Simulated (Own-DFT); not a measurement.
# How strain changes the stress of C40 NbSi2, 36 atoms (Nb12Si24)

These are calculations, not measurements. They come from Own-DFT, an in-house plane-wave density functional program, since retired, whose code no person has reviewed. Each row is one single-point run on a periodic cell that was not relaxed, without spin or spin-orbit coupling.

Settings of every run: PBE; PseudoDojo norm-conserving scalar-relativistic files; cutoff 42 hartree; 4 x 4 x 5 k mesh centred on Gamma; cold (Marzari-Vanderbilt) smearing of 0.2 eV.

Known limits: forces on such cells failed a check on a denser k mesh; stress not checked against mesh or cutoff.

Unstrained cell vectors in Å: (0.000, 8.324, 0.000); (-9.613, 0.000, 0.000); (0.000, 0.000, 6.586). The unstrained cell was taken from the Materials Project. The random moves and any unrelaxed bonds add to the pressure at no strain. Each run strains this cell uniformly, with the atoms carried along. Every atom was also moved at random, by a Gaussian of width 0.05 Å on each axis. Strain is the symmetric tensor, in per cent. Stress is positive in tension, and the pressure is minus a third of its trace.

| run | e_xx (%) | e_yy (%) | e_zz (%) | e_yz (%) | e_xz (%) | e_xy (%) | s_xx (GPa) | s_yy (GPa) | s_zz (GPa) | s_yz (GPa) | s_xz (GPa) | s_xy (GPa) | P (GPa) | E (meV/atom) |
|---|---|---|---|---|---|---|---|---|---|---|---|---|---|---|
| 1 | 1.14 | 0.61 | 1.06 | 0.55 | -0.49 | 1.83 | 3.13 | 1.19 | 2.52 | 1.56 | -1.12 | 4.77 | -2.28 | 3.3 |
| 2 | -0.29 | 1.36 | 1.36 | 1.83 | 0.39 | 1.87 | -1.75 | 3.44 | 3.05 | 5.15 | 1.10 | 5.24 | -1.58 | 11.7 |
| 3 | -0.96 | 0.46 | 1.30 | -1.45 | -1.26 | 0.99 | -4.89 | 0.03 | 0.75 | -3.81 | -3.18 | 3.59 | 1.37 | 18.4 |
| 4 | -0.53 | 0.11 | 0.73 | 0.89 | 1.30 | 1.19 | -3.31 | -1.92 | -0.35 | 2.44 | 4.16 | 3.45 | 1.86 | 2.2 |
| 5 | 1.84 | 1.23 | 1.74 | -1.02 | 0.74 | 1.83 | 5.05 | 3.75 | 5.71 | -2.98 | 1.69 | 4.65 | -4.84 | 24.0 |
| 6 | 1.10 | 1.23 | 0.53 | 0.43 | -0.50 | -1.45 | 2.84 | 2.72 | 1.05 | 0.78 | -1.34 | -4.06 | -2.20 | 0.0 |
| 7 | 1.79 | 0.35 | 0.42 | -0.20 | -0.92 | -1.25 | 3.67 | 1.04 | -0.26 | -0.37 | -2.85 | -3.75 | -1.48 | 7.6 |
| 8 | -1.15 | 1.87 | -0.15 | 0.55 | 0.04 | 0.83 | -5.60 | 2.88 | -3.27 | 1.92 | 0.07 | 2.72 | 2.00 | 10.2 |
| 9 | 1.07 | -1.19 | -0.38 | -0.61 | 1.20 | -0.05 | 0.45 | -6.41 | -5.44 | -1.79 | 3.74 | -0.01 | 3.80 | 10.9 |
| 10 | 1.00 | -0.38 | -1.97 | 0.07 | -0.17 | 1.58 | -0.31 | -4.39 | -12.40 | 0.04 | -0.93 | 4.83 | 5.70 | 6.3 |
| 11 | -0.51 | 0.46 | 0.81 | -1.69 | 1.53 | -0.40 | -3.74 | -0.77 | -1.05 | -5.18 | 4.34 | -0.68 | 1.85 | 25.5 |
| 12 | -1.87 | -0.30 | -0.90 | 0.82 | -1.59 | 0.60 | -11.41 | -6.51 | -10.62 | 3.14 | -5.44 | 1.81 | 9.52 | 45.6 |
| 13 | -0.45 | 1.03 | 0.27 | -0.79 | -1.48 | -0.59 | -2.88 | 1.21 | -2.13 | -2.20 | -4.43 | -1.69 | 1.27 | 6.3 |
| 14 | 1.69 | -0.61 | -0.32 | -0.08 | 1.93 | -0.93 | 2.71 | -3.54 | -4.51 | -0.17 | 6.41 | -2.33 | 1.78 | 14.1 |
| 15 | -1.88 | -0.28 | -1.22 | 0.03 | 1.26 | -1.26 | -10.98 | -5.78 | -12.28 | 1.09 | 4.85 | -4.55 | 9.68 | 32.3 |
| 16 | -1.74 | -1.40 | 0.29 | -0.46 | 0.66 | -1.67 | ? | ? | ? | ? | ? | ? | ? | ? |

E is the free energy for each atom above the lowest run shown.

## Worked fit

Each stress component was fitted by least squares to a constant and the strains of the runs shown, as fractions, with shears doubled. Shear strains stay in the fit of a normal stress only where such slopes are resolved. The slopes, in GPa:

| stress | at no strain | per e_xx | per e_yy | per e_zz | scatter |
|---|---|---|---|---|---|
| s_xx | -2.7 | 366 ± 13 | 72 ± 25 | 68 ± 21 | 0.62 |
| s_yy | -2.5 | 75 ± 11 | 347 ± 19 | 81 ± 16 | 0.49 |
| s_zz | -4.1 | 101 ± 13 | 113 ± 23 | 435 ± 19 | 0.58 |

Each shear stress against twice its own strain: yz 144 ± 6, xz 155 ± 6, xy 145 ± 6 GPa. These are stiffnesses along x, y and z of the frame in which the cell vectors are given, which need not be the crystal's axes. The atoms are held to the strained lattice; where symmetry lets them move under strain, relaxing them would lower some slopes. The table should be nearly symmetric about its diagonal, and what it lacks of that shows the noise. A ninth of its sum, 184 ± 5 GPa, estimates the bulk modulus near the mean pressure of these runs, 1.8 GPa, so it lies above the value at zero pressure.

## Withheld run

Question: what normal stresses and pressure should run 16 give?

The fit gives s_xx = -9.9, s_yy = -8.4, s_zz = -6.2 and P = 8.2 GPa. The calculation gave -10.90, -9.41, -5.22 and P = 8.51 GPa.
